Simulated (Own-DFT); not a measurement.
# A pressure from energies alone: monoclinic HfO2, 94 atoms (Hf32O62), with two O vacancies

All values are computed. Each geometry was run twice at fixed positions with Own-DFT, a retired in-house plane-wave program that no person has reviewed: with PBE, and with HSE06 (exact exchange share 0.25 at short range, screening 0.11 per bohr, Gygi-Baldereschi treatment of its divergence). Both used PseudoDojo norm-conserving files made for PBE, a cutoff of 48 hartree, the Gamma point alone, fixed occupations, a neutral cell and no spin. With Gamma alone and a thickness of 10.1 Å, finite-size errors remain in every number. The hafnium file keeps the 4f electrons in the core, and its forces lie about 75 meV/Å off all-electron values. The oxygen file's force components were 24 meV/Å off all-electron values in a glass.

Unstrained cell vectors in Å: (10.234, 0.000, 0.000); (0.000, 10.350, 0.000); (-1.696, 0.000, 10.445), volume V0 = 1106.4 Å³, from measured lattice constants. Each geometry has its own random strain of a few per cent, its own defect sites and random moves of rms u per axis. HSE06 gave the energy alone. D is its energy less that of PBE, over the lowest D shown. The PBE stress wasn't checked against mesh or cutoff.

```
run,V - V0 (Å³),u (Å),P with PBE (GPa),D (eV)
1,-32.7,0.0493,12.78,0.364
2,-45.1,0.0475,15.21,0.107
3,-6.5,0.0471,6.06,0.988
4,-3.4,0.0494,5.78,1.060
5,-11.1,0.0302,6.30,0.735
6,-3.9,0.0318,4.28,0.931
7,-40.8,0.0307,14.34,0.000
8,-15.8,0.0300,7.61,0.632
9,0.4,0.0306,4.59,0.953
10,20.9,0.0300,-0.91,1.510
11,-12.6,0.0309,6.17,?
```

## Analysis

D = 0.89 + 0.0237 (V - V0) + 110 u² eV, with an error of 0.0005 on the volume slope, 15 on the last term and a scatter of 0.03 eV. Pressure is -dE/dV, and 1 eV/Å³ is 160.2 GPa, so HSE06 changes the pressure by -3.8 ± 0.1 GPa. With the ions held to the strained lattice, the PBE pressure falls by 266 ± 9 GPa per unit of volume strain; the shape of the strain isn't fitted, so the true error is larger, and a relaxed crystal would be softer. On that slope HSE06's volume at a given pressure is about 1.4 % smaller, or 0.5 % in lengths. At u = 0 and V0 the PBE pressure is 3.6 GPa, which puts the zero-pressure volume, against the measured cell and with the defects in, at +1.3 % for PBE and -0.1 % for HSE06, each good to a few tenths of a per cent.

## Prediction

Asked: what D should run 11 give?

Estimate: 0.70 eV, with rows scattering by 0.03. The run itself gave 0.774 eV.
